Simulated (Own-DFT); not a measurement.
# Which defects push the lattice out? zincblende GaAs

The numbers are computed, not measured, by runs of the plane-wave DFT program Own-DFT (in-house, retired, unreviewed) at fixed positions, with no spin and no spin-orbit coupling.

All runs used: PBE; PseudoDojo norm-conserving scalar-relativistic files; cutoff 42 hartree; 3 x 3 x 3 k mesh centred on Gamma; Fermi-Dirac smearing of 0.1 eV.

Known weak points (not all hold for every row): not probed for a lower state with spin; forces not confirmed at this smearing and k mesh; stress not checked against mesh or cutoff.

All runs share one cell, with vectors in Å (11.737, 0.000, 0.000); (0.000, 11.737, 0.000); (0.000, 0.000, 10.919) and a volume of 1504.3 Å³, strained against the parent crystal. u is the rms random offset of the atoms per axis. The defect's site can differ from row to row.

```
                             cell     formula   u (Å)  P (GPa)
                        no defect    As32Ga32  0.0331     0.83
                        no defect    As32Ga32  0.0448     0.99
                        no defect    As32Ga32  0.0506     1.06
              one Al on a Ga site  AlAs32Ga31  0.0327     0.77
              one Al on a Ga site  AlAs32Ga31  0.0478     0.92
              one Al on a Ga site  AlAs32Ga31  0.0524     0.99
one As vacancy and one Ga vacancy    As31Ga31  0.0296     0.45
one As vacancy and one Ga vacancy    As31Ga31  0.0298        ?
one As vacancy and one Ga vacancy    As31Ga31  0.0508     0.72
one As vacancy and one Ga vacancy    As31Ga31  0.0511     0.54
              one P on an As site   As31Ga32P  0.0307     0.52
              one P on an As site   As31Ga32P  0.0493     0.80
              one P on an As site   As31Ga32P  0.0553     0.94
              one In on a Ga site  As32Ga31In  0.0292     1.32
              one In on a Ga site  As32Ga31In  0.0483     1.60
              one In on a Ga site  As32Ga31In  0.0488     1.62
```

## Working it out

P = P0 + c u² + a shift for each defect gives P0 = 0.66 GPa, c = 155 ± 20 GPa/Å² and a scatter of 0.06 GPa. The shifts, and each times the cell's volume:

- one In on a Ga site: 0.56 ± 0.05 GPa, 5.2 eV
- one Al on a Ga site: -0.09 ± 0.05 GPa, -0.8 eV (not resolved)
- one P on an As site: -0.24 ± 0.05 GPa, -2.3 eV
- one As vacancy and one Ga vacancy: -0.41 ± 0.05 GPa, -3.8 eV

Against the defect-free cell, a freed cell would be larger where the shift is positive and smaller where it is negative (160.2 GPa Å³ is 1 eV). The atoms around the defects weren't relaxed, which would change these numbers.

## The run left out

Question: what pressure belongs in the blank (one As vacancy and one Ga vacancy, u = 0.0298 Å)?

The fitted form gives 0.39 ± 0.07 GPa. The calculation gave 0.49 GPa.
